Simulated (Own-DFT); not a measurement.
# What a defect does to the pressure of its cell: zincblende InP

No measurement is shown. These are fixed-geometry runs of a retired plane-wave code named Own-DFT, which no person has reviewed; spin and spin-orbit coupling are neglected.

All runs used: PBE; PseudoDojo norm-conserving scalar-relativistic files; cutoff 36 hartree; 2 x 3 x 3 k mesh centred on Gamma; Fermi-Dirac smearing of 0.1 eV.

Limits (not all hold for every row): not probed for a lower state with spin; forces on such cells failed a check on a denser k mesh; forces not confirmed at this smearing and k mesh; stress not checked against mesh or cutoff.

All runs share one cell, with vectors in Å (17.606, 0.000, 0.000); (0.000, 11.737, 0.000); (0.000, 0.000, 11.737) and a volume of 2425.5 Å³. u is the rms random offset of the atoms per axis. The defect's site can differ from row to row.

```
                                      cell  formula   u (Å)  P (GPa)
                                 no defect  In48P48  0.0193     3.20
                                 no defect  In48P48  0.0509     3.61
                                 no defect  In48P48  0.0514     3.66
one In on a P site and one P on an In site  In48P48  0.0302     3.54
one In on a P site and one P on an In site  In48P48  0.0448     3.70
one In on a P site and one P on an In site  In48P48  0.0535     3.84
                  two P on an In site each  In46P50  0.0297     3.01
                  two P on an In site each  In46P50  0.0302     3.01
                  two P on an In site each  In46P50  0.0486     3.24
                  two P on an In site each  In46P50  0.0543        ?
```

## Working it out

P = P0 + c u² + a shift for each defect gives P0 = 3.16 GPa, c = 175 ± 10 GPa/Å² and a scatter of 0.03 GPa. The shifts, and each times the cell's volume:

- one In on a P site and one P on an In site: 0.19 ± 0.02 GPa, 2.9 eV
- two P on an In site each: -0.32 ± 0.02 GPa, -4.8 eV (-2.4 eV for each of its 2 sites)

A positive shift means that the defect pushes the cell outwards. Shift times volume (160.2 GPa Å³ is 1 eV) depends little on the cell's size, so, taken for each site, it can be compared between cells at like pressure. The atoms around the defects weren't relaxed, which would change these numbers.

## Withheld run

Asked: what pressure belongs in the blank (two P on an In site each, u = 0.0543 Å)?

The fit gives 3.36 ± 0.03 GPa. The hidden result is 3.31 GPa.
